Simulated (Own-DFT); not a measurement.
# What random displacements cost in 3C SiC, 64 atoms (C32Si32)

All numbers below are calculated, not measured. The program, named Own-DFT, is a retired in-house plane-wave density functional code that no person has reviewed. Each row is one single-point run on a periodic cell that was not relaxed, without spin or spin-orbit coupling.

Settings of every run: PBE; PseudoDojo norm-conserving scalar-relativistic files; cutoff 42 hartree; 4 x 4 x 4 k mesh centred on Gamma; Fermi-Dirac smearing of 0.1 eV.

Known limits, some of them of some rows only: some atoms lie very close together; forces on such cells passed a denser k mesh, each cell not checked; stress not checked against mesh or cutoff.

Cell vectors in Å: (8.719, 0.000, 0.000); (0.000, 8.719, 0.000); (0.000, 0.000, 8.719). In each run every atom was moved at random and independently from its ideal site; u is the rms move along one axis. E is the free energy for each atom above the fitted value at u = 0, and F the rms of the force components.

| run | u (Å) | E (meV/atom) | F (eV/Å) | largest force (eV/Å) | P (GPa) |
|---|---|---|---|---|---|
| 1 | 0.0288 | 30.8 | 0.894 | 2.93 | 3.86 |
| 2 | 0.0301 | 31.0 | 0.858 | 3.79 | 3.89 |
| 3 | 0.0302 | 32.3 | 0.884 | 3.30 | 3.88 |
| 4 | 0.0562 | 114.7 | 1.694 | 6.90 | 5.84 |
| 5 | 0.0570 | 114.2 | 1.704 | 7.65 | 5.98 |
| 6 | 0.0639 | ? | ? | ? | ? |
| 7 | 0.1012 | 372.8 | 3.351 | 16.13 | 11.99 |
| 8 | 0.1037 | 374.9 | 3.375 | 15.96 | 10.95 |
| 9 | 0.1575 | 895.8 | 5.567 | 29.85 | 24.14 |

## Worked fit

For small independent moves the energy grows as E = (3/2) K u², with K the mean stiffness felt by one atom. The runs with u up to 0.11 Å give K = 23.8 ± 0.4 eV/Å², with residuals divided by u² + 0.0006 Å², since the noise grows with the moves. The scatter is 2.4 meV/atom at u = 0.05 Å. The forces follow F = G u with G = 30.7 eV/Å²; no force at u = 0 is resolved. G exceeds K because the moves of its neighbours add to the force on an atom, and stiffness differs between atoms. At u = 0.158 Å the parabola gives 884 meV/atom and the run 896. The pressure follows P = 3.27 + 783 u² GPa: at fixed volume, shortened bonds push harder than stretched ones pull.

## Withheld run

Question: what energy and rms force should run 6 give?

The fit gives 145 ± 4 meV/atom and about 1.96 eV/Å. The calculation gave 147.0 meV/atom and 1.868 eV/Å.
